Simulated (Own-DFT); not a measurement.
# Which arrangement is lower? C16Si16, 32 atoms

Calculated results; nothing here was measured. They come from Own-DFT, an in-house plane-wave density functional program, since retired, whose code no person has reviewed. Each row is one single-point run on a periodic cell that was not relaxed, without spin or spin-orbit coupling.

Settings of every run: PBE; PseudoDojo norm-conserving scalar-relativistic files; cutoff 42 hartree; 5 x 5 x 3 k mesh centred on Gamma; Fermi-Dirac smearing of 0.1 eV.

Known limits: forces on such cells passed a denser k mesh, each cell not checked; stress not checked against mesh or cutoff.

All cells hold the same atoms in the same cell, with vectors in Å (6.165, 0.000, 0.000); (-3.083, 5.339, 0.000); (0.000, 0.000, 10.068). Every atom was moved at random from its ideal site; u is the rms move along one axis. E is the free energy of the cell above the lowest run. The arrangements:

- A: 2H SiC
- B: 4H SiC

```
arrangement   u (Å)  E (eV)  P (GPa)
          A  0.0306   0.171     3.69
          A  0.0318   0.149     3.69
          A  0.0327   0.451     4.03
          A  0.0588   2.833     5.89
          A  0.0641   4.537     7.44
          A  0.0648   4.355     7.38
          B  0.0272   0.009     3.70
          B  0.0279   0.000     3.71
          B  0.0324   0.242     3.75
          B  0.0601   2.967     5.56
          B  0.0636   2.972     5.59
          B  0.0665   4.037     6.48
```

Question: once the cost of the random moves is taken out, how do the arrangements rank?

## Worked answer

Fit E = a + b u², with one b for all and one a for each arrangement, and with residuals divided by u², since the noise grows with the moves. Then b = 1121 eV/Å², the scatter at u = 0.04 Å is 0.19 eV, and against A:

- B: -0.02 ± 0.09 eV (not told apart from A)

These are energies of unrelaxed cells. Relaxing the atoms lowers the strained arrangements most, so the gaps would shrink and small ones could change sign.
